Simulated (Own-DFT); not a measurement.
# Computed records: Si24O47 (quartz with one neutral oxygen vacancy, atoms displaced)

All values are calculated (Own-DFT development build). A calculation, not a measurement: plane-wave PBE and HSE06 DFT by an unreviewed code, no spin, of a simulated cell at Gamma alone, so results move with cell size and shape, stress positive in tension, energies less offsets, not probed for a lower state with spin; oxygen file: force components 24 meV/angstrom off all-electron in a glass; k mesh not checked against a denser one; forces and stress are PBE's, HSE06 gives the energy alone, and its difference from PBE has offsets of its own; offsets are fitted by least squares, one for each functional and potential file, so energies compare only between cells with the same atoms and settings and are not formation energies; the far tail of each file's local potential was reset to the Coulomb form; each entry is a single point on an unrelaxed cell, so the pressure reflects the starting lattice, mostly measured values (interpolated for alloys), from which strain is counted, and rises with the displacements; printed positions are rounded, which can move forces by about a meV/angstrom; the program, named Own-DFT, is a retired in-house code; no spin-orbit coupling.

Common to all runs: first functional PBE; second functional HSE06; exact exchange share 0.25; screening 0.11 1/bohr; exchange divergence Gygi-Baldereschi; potential files PseudoDojo norm-conserving, scalar-relativistic, made for PBE, standard set; wave cutoff 48 hartree; occupations fixed; k mesh 1 x 1 x 1 centred on Gamma.

(1) Si24O47 (quartz with one neutral oxygen vacancy, atoms displaced)

```xyz
71
Lattice="9.8268 0.0000 0.0000 -4.9134 8.5103 0.0000 0.0000 0.0000 10.8104" Properties=species:S:1:pos:R:3 Si24O47
Si    -2.5986     8.4264    10.7966
Si     8.6195     1.9808     3.6671
Si     1.2404     2.1753     1.7499
O      1.3310     1.0871     0.6074
O      2.6495     2.4731     2.5328
O      3.2936     0.6035     4.2472
O     -1.1071     3.2082     4.7743
O      0.2867     1.7829     2.9885
O      0.8131     3.7001     1.1606
Si    -2.5852     8.4824     5.3760
Si    -1.1300     2.1068     8.9417
Si     1.3666     2.2248     7.1278
O      1.3330     1.0485     6.0116
O      2.7377     2.4496     7.8939
O      3.3123     0.6204     9.5987
O     -1.0562     3.1001    10.2008
O      0.2291     1.8053     8.3129
O      0.7536     3.6501     6.6393
Si    -0.1639     4.2815     0.0028
Si    -3.5331     6.2547     3.6071
Si    -1.1888     6.5362     1.8204
O     -1.0555     5.4477     0.7084
O      0.3806     6.6951     2.4633
O     -3.4738     7.2569     4.7699
O     -2.2006     6.0590     2.9560
O     -1.7297     7.8908     1.2423
Si    -0.1983     4.2441     5.4234
Si    -3.5795     6.2220     9.1109
Si    -1.1657     6.5533     7.1692
O     -1.0561     5.4116     6.1003
O      0.2813     6.7474     7.8394
O      0.8250     4.9376     9.6487
O     -3.5157     7.3705    10.1902
O     -2.2094     5.9470     8.4368
O     -1.6603     7.8964     6.5299
Si     7.1424     0.0098     0.0042
Si     3.7669     2.1438     3.6527
Si     6.1596     2.3280     1.8286
O      6.2237     1.1092     0.5886
O      7.6962     2.4723     2.4707
O      8.2275     0.6769     4.2230
O      3.8516     3.1898     4.7688
O      5.2708     1.7261     2.8733
O      5.6688     3.6409     1.1321
Si     7.1587     0.0133     5.3621
Si     3.7160     1.9101     8.9445
Si     6.1471     2.2601     7.2938
O      6.2726     1.1545     6.0687
O      7.6708     2.4867     7.8170
O      8.1202     0.5214     9.6773
O      3.9081     3.1989    10.1219
O      5.1708     1.7705     8.3760
O      5.7649     3.6055     6.5280
Si     4.7865     4.2119    10.8075
Si     1.3657     6.2637     3.6717
Si     3.6773     6.5182     1.7695
O      3.8875     5.4110     0.6819
O      5.2199     6.6924     2.4488
O      5.7050     4.8437     4.2047
O      1.4381     7.4339     4.7677
O      2.7984     5.9750     3.0650
O      3.1973     7.8277     1.1374
Si     4.6766     4.3037     5.3607
Si     1.3428     6.2270     8.9983
Si     3.7689     6.4448     7.2492
O      3.8614     5.4451     6.1411
O      5.2078     6.6955     7.8973
O      5.6233     4.8001     9.7761
O      1.3827     7.4329    10.0589
O      2.7237     6.0001     8.3142
O      3.1866     7.8628     6.5590
```

```
PBE energy of cell above offsets : -17.231 eV
HSE06 less PBE above offsets     : -0.649 eV
PBE pressure                     : 10.6 GPa
PBE stress xx                    : -9.68 GPa
PBE stress yy                    : -11.82 GPa
PBE stress zz                    : -10.29 GPa
PBE stress yz                    : -2.5 GPa
PBE stress xz                    : 0.81 GPa
PBE stress xy                    : -2.06 GPa
```

Force:
```csv
element,x (eV/Å),y (eV/Å),z (eV/Å)
Si,1.995,4.063,1.031
Si,3.307,5.587,-2.833
Si,-0.127,2.838,1.415
O,0.619,-0.868,-1.111
O,1.048,0.325,-0.195
O,0.65,1.885,-0.381
O,-2.138,-3.084,-1.757
O,-0.622,-0.161,0.187
O,0.25,-1.673,0.262
Si,-0.243,-0.573,-1.459
Si,-2.884,-4.121,3.211
Si,-3.457,0.065,1.143
O,-0.259,1.236,0.569
O,-1.327,1.116,-2.517
O,-2.718,-5.091,3.618
O,-0.477,0.626,0.082
O,4.307,-0.645,-1.986
O,0.559,-0.368,-0.707
Si,1.439,0.778,0.182
Si,-6.411,-1.645,-0.944
Si,3.271,-0.235,2.302
O,-0.245,-1.666,-2.102
O,-2.125,0.475,-0.976
O,0.347,2.9,2.767
O,4.681,-1.224,-1.584
O,-0.178,1.676,-1.132
Si,4.266,3.759,-0.094
Si,-3.53,-2.232,-1.496
Si,0.13,-1.649,3.515
O,-1.157,-0.567,-0.816
O,0.21,0.131,0.322
O,-1.945,-3.384,2.074
O,-1.675,-1.387,-0.279
O,3.27,0.501,-2.219
O,0.014,0.961,0.656
Si,2.218,-0.528,-0.457
Si,-0.062,-5.957,-3.792
Si,5.199,-1.373,-4.048
O,-1.504,3.287,2.596
O,-2.087,0.821,-1.572
O,-3.093,-6.28,3.932
O,-2.843,-1.462,0.251
O,-5.756,-0.765,5.41
O,1.633,-0.265,2.318
Si,5.125,3.821,3.885
Si,2.753,5.219,3.397
Si,2.809,0.21,-3.505
O,-0.439,0.161,0.006
O,-1.245,0.741,-0.437
O,2.259,3.799,-2.274
O,-3.909,-5.516,-3.133
O,0.049,-1.164,0.938
O,-2.198,1.775,-1.262
Si,-4.588,1.322,5.211
Si,-2.887,-2.817,1.109
Si,3.259,-1.867,3.183
O,-0.482,-1.575,-1.295
O,-0.738,0.56,-0.214
O,-0.552,-0.297,0.617
O,-3.495,-3.363,-2.381
O,1.242,-0.113,-0.788
O,-1.343,2.544,-0.545
Si,6.214,2.965,3.254
Si,-1.512,3.373,-1.135
Si,-0.267,6.306,1.514
O,0.19,-4.516,-4.748
O,1.176,0.025,1.27
O,6.574,5.803,-7.035
O,-1.468,-1.535,0.082
O,0.447,-1.334,0.942
O,0.474,-0.356,-0.043
```

(2) Si24O47 (quartz with one neutral oxygen vacancy, atoms displaced)

```xyz
71
Lattice="9.8268 0.0000 0.0000 -4.9134 8.5103 0.0000 0.0000 0.0000 10.8104" Properties=species:S:1:pos:R:3 Si24O47
Si     2.3620     0.0449    10.7879
Si    -1.1392     2.0385     3.6342
Si     1.3221     2.1920     1.9094
O      1.5345     1.1255     0.7650
O      2.7585     2.4977     2.3865
O      3.2726     0.6034     4.2523
O     -1.0524     3.1785     4.6700
O      0.2538     1.6612     2.9019
O      0.7220     3.6722     1.1054
Si     2.2777     0.0659     5.4061
Si     8.5901     2.0279     8.9448
Si     1.3113     2.2480     7.2082
O      1.3116     1.1916     6.0493
O      2.7180     2.4247     7.8522
O      3.2700     0.6382     9.6002
O     -1.0716     3.0881    10.2715
O      0.3274     1.7571     8.4138
O      0.7997     3.6133     6.6096
Si    -0.1391     4.2277    10.7285
Si    -3.5455     6.2208     3.5924
Si    -1.0791     6.5136     1.8032
O     -1.1583     5.3909     0.6136
O      0.4707     6.7035     2.3740
O      0.7835     4.8988     4.2553
O     -3.4358     7.2828     4.6275
O     -2.1265     5.9444     2.9924
O     -1.5345     7.9079     1.1139
Si    -0.0918     4.3176     5.4488
Si    -3.5733     6.2474     9.0592
Si    -1.1899     6.5677     7.2238
O     -1.1301     5.3391     6.0805
O      0.2968     6.7509     7.7752
O      0.8312     4.8811     9.7467
O     -3.5220     7.3642    10.1401
O     -2.2627     5.9987     8.3887
O     -1.6726     7.9229     6.6321
Si     2.2991     8.4961    10.8059
Si     3.6748     2.0145     3.5504
Si     6.2198     2.2041     1.8898
O      6.2556     1.0800     0.6030
O      7.6419     2.4850     2.3374
O      8.2439     0.5629     4.1739
O      3.8498     3.1383     4.7985
O      5.2106     1.7526     2.9794
Si     2.3154     8.4438     5.4407
Si     3.7400     1.9628     8.9452
Si     6.1826     2.1952     7.1357
O      6.3387     1.1216     6.0961
O      7.6466     2.5371     7.8245
O      8.2522     0.6636     9.6344
O      3.8188     3.1232    10.1888
O      5.0876     1.7039     8.4513
O      5.7648     3.6239     6.6326
Si     4.7883     4.2494    10.7650
Si     1.2637     6.3010     3.5193
Si     3.8046     6.4729     1.8672
O      3.8730     5.4521     0.6269
O      5.1760     6.6470     2.4684
O      5.7559     4.8766     4.1391
O      1.3549     7.3539     4.6837
O      2.7397     5.9901     2.9729
O      3.2020     7.8130     1.2151
Si     4.8097     4.2850     5.4468
Si     1.2235     6.2032     9.0313
Si     3.8023     6.5402     7.2104
O      3.8348     5.3804     6.0713
O      5.2539     6.7709     7.8914
O      5.6712     4.9078     9.5667
O      1.4290     7.3966    10.1311
O      2.7187     6.0650     8.3315
O      3.2445     7.9654     6.5683
```

```
PBE energy of cell above offsets : -17.833 eV
HSE06 less PBE above offsets     : -0.406 eV
PBE pressure                     : 9 GPa
PBE stress xx                    : -11.08 GPa
PBE stress yy                    : -8.42 GPa
PBE stress zz                    : -7.48 GPa
PBE stress yz                    : -1.03 GPa
PBE stress xz                    : -0.76 GPa
PBE stress xy                    : -0.09 GPa
```

Force:
```csv
element,x (eV/Å),y (eV/Å),z (eV/Å)
Si,0.336,-2.373,-0.12
Si,-1.656,-2.095,-2.958
Si,-3.01,3.713,-4.75
O,-1.029,-0.399,-0.961
O,1.434,1.35,0.844
O,-0.368,0.501,-0.133
O,0.527,1.787,2.244
O,-0.296,-0.215,1.55
O,2.602,-3.194,3.5
Si,-0.034,-2.764,-0.021
Si,3.718,0.63,2.951
Si,-1.993,0.132,2.294
O,0.362,-2.343,-2.345
O,0.785,1.109,-0.983
O,-1.444,-2.552,1.329
O,-2.137,-2.452,-3.44
O,-0.886,0.53,-0.418
O,-0.606,1.768,-0.952
Si,-2.752,0.961,4.614
Si,-1.323,-1.521,-4.369
Si,-0.897,-1.144,-0.726
O,1.029,-0.109,-0.265
O,-6.714,2.335,-6.596
O,0.477,0.614,-0.515
O,0.897,6.646,6.079
O,3.466,0.609,-2.261
O,-0.276,0.143,0.168
Si,-0.789,-1.446,-0.77
Si,-3.903,1.391,0.039
Si,-0.911,-3.625,0.665
O,-0.631,1.734,1.169
O,0.543,-0.338,1.346
O,1.42,0.246,-2.686
O,0.879,2.89,2.686
O,6.942,-0.335,-3.681
O,-1.793,2.534,-2.145
Si,3.425,0.603,0.597
Si,3.762,0.522,2.728
Si,-3.015,1.413,-6.594
O,-0.816,1.681,1.716
O,4.869,0.282,3.252
O,-1.727,-0.157,2.044
O,-0.372,-1.015,-0.999
O,-2.5,-0.927,2.324
Si,-0.353,1.336,-4.69
Si,-4.203,3.893,4.789
Si,-0.613,1.985,6.281
O,-0.287,-3.071,-3.254
O,-1.735,0.323,-1.513
O,-2.002,-2.512,1.732
O,-1.2,-1.431,-1.858
O,9.602,-0.444,-5.833
O,-1.455,1.807,-1.728
Si,0.963,-0.71,2.761
Si,5.339,-4.387,5.526
Si,-3.791,-0.241,-2.181
O,0.294,-1.319,-0.839
O,4.423,1.095,1.681
O,-2.315,-3.924,3.751
O,0.332,2.354,2.477
O,0.593,-0.639,0.556
O,-0.555,1.667,-1.148
Si,1.315,-0.577,-2.126
Si,2.852,3.139,-1.614
Si,-0.382,0.244,1.448
O,-0.011,0.778,0.079
O,-1.334,0.562,-1.444
O,-0.884,-2.571,1.101
O,-1.907,-2.141,-1.463
O,-0.36,-0.315,-0.037
O,2.083,-2.021,2.085
```

(3) Si24O47 (quartz with one neutral oxygen vacancy, atoms displaced)

```xyz
71
Lattice="9.8268 0.0000 0.0000 -4.9134 8.5103 0.0000 0.0000 0.0000 10.8104" Properties=species:S:1:pos:R:3 Si24O47
Si    -2.7019     8.4214     0.0873
Si     8.6529     1.9153     3.6319
Si     1.2552     2.2722     1.8519
O      1.3754     1.1413     0.7395
O      2.6840     2.4994     2.5117
O      3.2340     0.5650     4.2710
O     -1.0865     3.1231     4.7532
O      0.3072     1.7999     3.0964
O      0.7549     3.6619     1.0404
Si     2.3064     0.0555     5.3836
Si     8.6744     1.9652     8.9953
Si     1.3475     2.1831     7.1957
O      1.3882     1.1880     6.0179
O      2.8053     2.4130     7.9117
O      3.2341     0.6317     9.5980
O     -1.0445     3.0767    10.1334
O      0.2631     1.8121     8.3933
O      0.7571     3.5489     6.6041
Si    -0.1499     4.3429    10.7327
Si     6.2107     6.2348     3.6357
Si    -1.2252     6.5105     1.8010
O     -1.0918     5.4058     0.6232
O      0.2891     6.8110     2.4230
O      0.8074     4.8741     4.3025
O     -3.4386     7.3790     4.7347
O     -2.1192     5.9804     2.9875
O     -1.6272     7.8290     1.1385
Si    -0.1424     4.3090     5.4542
Si    -3.5444     6.2791     9.0204
Si    -1.0700     6.5315     7.2479
O     -1.0531     5.3346     6.1717
O      0.2975     6.7556     7.7330
O      0.8246     4.9056     9.7101
O     -3.5239     7.3659    10.2476
O     -2.1618     6.0952     8.4723
O     -1.6351     7.9158     6.5392
Si     2.3669     8.4532    10.7941
Si     3.7556     2.0268     3.5805
Si     6.2060     2.2279     1.8308
O      6.3216     1.0981     0.7052
O      7.6477     2.4716     2.3917
O      8.1699     0.6125     4.1854
O      3.7787     3.1092     4.7351
O      5.0889     1.7292     2.8585
O      5.6936     3.6577     1.1629
Si     7.1252     0.0125     5.4430
Si     3.7883     1.9486     8.9893
Si     6.2092     2.2626     7.2361
O      6.3000     1.1184     6.0701
O      7.7242     2.4225     7.9391
O      8.2038     0.5558     9.6630
O      3.7748     3.1576    10.1724
O      5.0985     1.7131     8.3051
O      5.7392     3.7153     6.5658
Si     4.7746     4.2495    10.7796
Si     1.2653     6.1944     3.6322
Si     3.7136     6.5921     1.7661
O      3.8915     5.3485     0.7370
O      5.2585     6.7361     2.4030
O      1.3742     7.2818     4.6967
O      2.6481     6.0862     2.9453
O      3.2696     7.8611     1.1926
Si     4.7177     4.2497     5.4538
Si     1.3130     6.3079     9.0576
Si     3.7886     6.5003     7.1960
O      3.8079     5.4077     6.0842
O      5.2228     6.6816     7.7860
O      5.6738     4.9495     9.5996
O      1.3701     7.3809    10.1271
O      2.8166     5.9622     8.3651
O      3.1795     7.9164     6.5692
```

```
PBE energy of cell above offsets : -18.608 eV
HSE06 less PBE above offsets     : -0.662 eV
PBE pressure                     : 9.92 GPa
PBE stress xx                    : -11.08 GPa
PBE stress yy                    : -9.92 GPa
PBE stress zz                    : -8.76 GPa
PBE stress yz                    : -2.16 GPa
PBE stress xz                    : 0.41 GPa
PBE stress xy                    : 1.02 GPa
```

Force:
```csv
element,x (eV/Å),y (eV/Å),z (eV/Å)
Si,4.888,6.085,0.123
Si,0.127,6.209,-1.571
Si,-1.142,2.053,-0.577
O,-0.086,-1.565,-0.951
O,0.131,0.737,-0.495
O,2.588,3.117,-3.073
O,-0.134,0.491,0.402
O,1.449,-0.222,-1.606
O,1.474,-2.083,2.688
Si,0.318,-2.183,2.001
Si,2.208,-1.062,4.489
Si,-0.642,2.343,3.436
O,-0.452,-1.667,-1.452
O,-3.548,1.523,-3.768
O,-2.175,-3.458,3.366
O,-0.098,1.678,0.989
O,3.514,-1.194,-1.786
O,0.011,1.436,-0.656
Si,-2.859,-3.854,2.279
Si,-1.146,-2.266,0.403
Si,3.795,-2.255,1.219
O,-0.954,0.451,-0.168
O,-0.654,-1.012,0.386
O,-0.476,-1.872,0.467
O,-1.252,-0.071,0.458
O,-1.432,-0.662,1.159
O,-1.584,3.318,-1.331
Si,0.419,-4.482,-0.658
Si,-4.91,1.278,0.271
Si,-7.866,0.391,-2.153
O,-1.726,1.347,0.496
O,7.747,0.647,4.731
O,2.173,2.281,-3.548
O,-3.475,-3.601,-2.574
O,5.664,-0.237,-2.889
O,0.01,-0.719,0.693
Si,-1.466,2.426,1.643
Si,-2.576,-2.35,1.102
Si,-0.801,1.363,-1.989
O,0.504,-1.709,-1.725
O,2.211,-0.122,2.14
O,-3.281,-5.098,3.582
O,0.709,1.288,1.714
O,1.987,-0.558,0.072
O,0.754,-1.143,0.299
Si,3.027,-4.026,-4.074
Si,-3.039,2.014,5.173
Si,0.745,0.701,0.348
O,-2.458,3.254,1.396
O,-6.309,1.608,-5.256
O,0.353,-0.144,-0.45
O,0.386,-1.235,-1.186
O,6.481,-0.342,-2.714
O,0.982,-2.026,1.404
Si,0.138,0.367,0.464
Si,-1.72,1.131,-4.023
Si,3.144,-8.128,4.821
O,-1.045,1.068,-0.366
O,-0.936,0.382,-0.033
O,0.6,4.809,4.455
O,3.79,-0.469,-2.065
O,-2.144,6.132,-3.455
Si,1.091,1.808,-3.171
Si,0.993,-3.538,-5.159
Si,-1.809,1.968,0.609
O,-0.721,-1.503,-1.607
O,2.677,0.97,1.503
O,-0.602,-1.909,1.11
O,-0.047,2.418,2.5
O,-2.306,0.59,1.39
O,0.781,-0.916,0.748
```

(4) Si24O47 (quartz with one neutral oxygen vacancy, atoms displaced)

```xyz
71
Lattice="9.8268 0.0000 0.0000 -4.9134 8.5103 0.0000 0.0000 0.0000 10.8104" Properties=species:S:1:pos:R:3 Si24O47
Si    -2.5929     8.3821     0.0371
Si     8.6599     1.9569     3.5641
Si     1.3276     2.2346     1.8012
O      1.4626     1.0856     0.6920
O      2.7431     2.5527     2.5084
O      3.2207     0.6531     4.1917
O     -1.1516     3.1692     4.6608
O      0.3003     1.7700     2.9468
O      0.8180     3.5712     1.1804
Si     2.3456     0.0183     5.4607
Si    -1.1213     1.9935     9.0127
Si     1.2829     2.3779     7.2394
O      1.2646     1.1275     6.0337
O      2.7673     2.4497     7.9159
O      3.2063     0.6113     9.6864
O     -1.0480     3.0986    10.1959
O      0.2373     1.8452     8.3438
O      0.7237     3.5324     6.5427
Si    -0.1308     4.2149     0.0258
Si     6.2274     6.1173     3.6778
Si    -1.1213     6.4324     1.8174
O     -0.9582     5.5084     0.6937
O      0.3207     6.8177     2.4276
O      0.8202     4.9140     4.2589
O     -3.5583     7.2978     4.6776
O     -2.2192     5.9933     2.9706
O     -1.7233     7.9071     1.2043
Si    -0.1318     4.2786     5.3863
Si    -3.5917     6.2425     9.0061
Si    -1.0968     6.5301     7.1374
O     -1.1025     5.3956     6.1341
O      0.2836     6.7620     7.9192
O      0.7977     4.8940     9.6933
O     -3.5120     7.3667    10.2403
O     -2.1907     6.0345     8.3710
O     -1.7004     7.8740     6.5766
Si     2.3325     8.4617     0.0312
Si     3.7116     1.9817     3.5506
Si     6.1448     2.2314     1.7264
O      6.3168     1.1369     0.6877
O      7.6071     2.5280     2.4480
O      8.1783     0.6102     4.1369
O      3.8253     3.1304     4.7119
O      5.1304     1.7589     3.0088
O      5.6798     3.6108     1.1994
Si     7.2779     0.0840     5.3856
Si     3.7101     1.9780     9.0570
Si     6.2033     2.2596     7.2193
O      6.3656     1.1436     6.0447
O      7.6269     2.5146     7.7971
O      8.1281     0.5767     9.6829
O      3.8698     3.0291    10.2038
O      5.6909     3.6774     6.5715
Si     4.7234     4.2453    10.7896
Si     1.3101     6.2449     3.5625
Si     3.8004     6.5101     1.8610
O      3.8596     5.4563     0.7398
O      5.1915     6.7596     2.3558
O      5.6088     4.9221     4.2473
O      1.3561     7.3764     4.7525
O      2.7599     6.0171     2.9849
O      3.2266     7.8699     1.1766
Si     4.8617     4.2325     5.4335
Si     1.2461     6.2809     8.9566
Si     3.7341     6.5445     7.2166
O      3.8528     5.3881     6.0680
O      5.1761     6.6551     7.7523
O      5.6164     4.7767     9.6678
O      1.4154     7.3574    10.2045
O      2.7330     6.0308     8.3455
O      3.2983     7.8868     6.5603
```

```
PBE energy of cell above offsets : -17.943 eV
HSE06 less PBE above offsets     : -0.720 eV
PBE pressure                     : 10.65 GPa
PBE stress xx                    : -10.5 GPa
PBE stress yy                    : -11.12 GPa
PBE stress zz                    : -10.34 GPa
PBE stress yz                    : 1.12 GPa
PBE stress xz                    : -1.83 GPa
PBE stress xy                    : 0.7 GPa
```

Force:
```csv
element,x (eV/Å),y (eV/Å),z (eV/Å)
Si,1.321,5.462,0.653
Si,0.203,3.344,-1.919
Si,0.781,-1.949,0.856
O,-0.789,0.421,-0.361
O,-2.213,1.123,-2.716
O,-1.633,-3.15,2.641
O,1.131,1.212,1.476
O,0.009,-0.328,0.246
O,-1.17,2.541,-1.467
Si,-3.634,0.515,-4.375
Si,-4.872,-0.575,0.903
Si,3.222,-8.152,1.3
O,1.249,0.462,1.201
O,-2.658,1.349,-2.412
O,0.136,-1.19,-0.239
O,-1.061,-0.347,-0.212
O,2.939,-0.691,-0.744
O,-2.272,6.679,-3.159
Si,0.935,1.727,0.841
Si,-0.264,6.718,-5.701
Si,-2.372,6.604,5.147
O,0.763,-6.383,-5.992
O,-0.236,-0.313,0.204
O,-0.871,-1.554,0.85
O,1.679,3.863,3.702
O,3.278,-0.893,-1.613
O,2.874,-2.972,2.869
Si,-1.85,-1.201,-1.193
Si,-3.5,-0.476,0.534
Si,-2.023,1.163,4.659
O,1.04,-3.472,-3.316
O,-3.094,1.825,-3.841
O,-0.091,-0.226,-0.566
O,-3.581,-4.835,-3.578
O,2.843,0.037,-1.542
O,1.183,0.442,0.893
Si,-0.77,1.097,0.873
Si,0.775,1.954,3.024
Si,0.684,0.371,5.716
O,0.084,-2.955,-3.02
O,-0.027,-0.39,-0.178
O,-1.01,-2.588,1.938
O,0.848,0.831,1.36
O,4.227,-0.396,-3.027
O,-1.526,2.589,-1.937
Si,0.461,-4.347,-1.39
Si,3.828,-1.634,-1.269
Si,-3.977,-0.542,1.232
O,-1.577,1.651,0.548
O,3.485,-0.017,2.645
O,1.671,2.132,-2.035
O,-0.726,1.214,1.503
O,2.855,-1.699,2.564
Si,-1.264,0.258,4.664
Si,0.548,2.424,0.862
Si,-3.51,1.401,-0.156
O,0.281,-4.258,-4.039
O,5.864,-0.142,3.996
O,-1.053,-5.331,1.007
O,0.89,1.184,0.77
O,0.492,-0.466,0.037
O,0.618,0.044,1.041
Si,-6.653,0.5,-1.76
Si,4.44,-1.332,5.427
Si,-0.744,-2.703,-1.856
O,-0.062,-0.571,-0.4
O,4.413,0.503,3.53
O,3.047,3.459,-3.437
O,-1.567,-1.499,-1.474
O,-1.15,-0.31,0.798
O,-1.298,2.785,-1.576
```
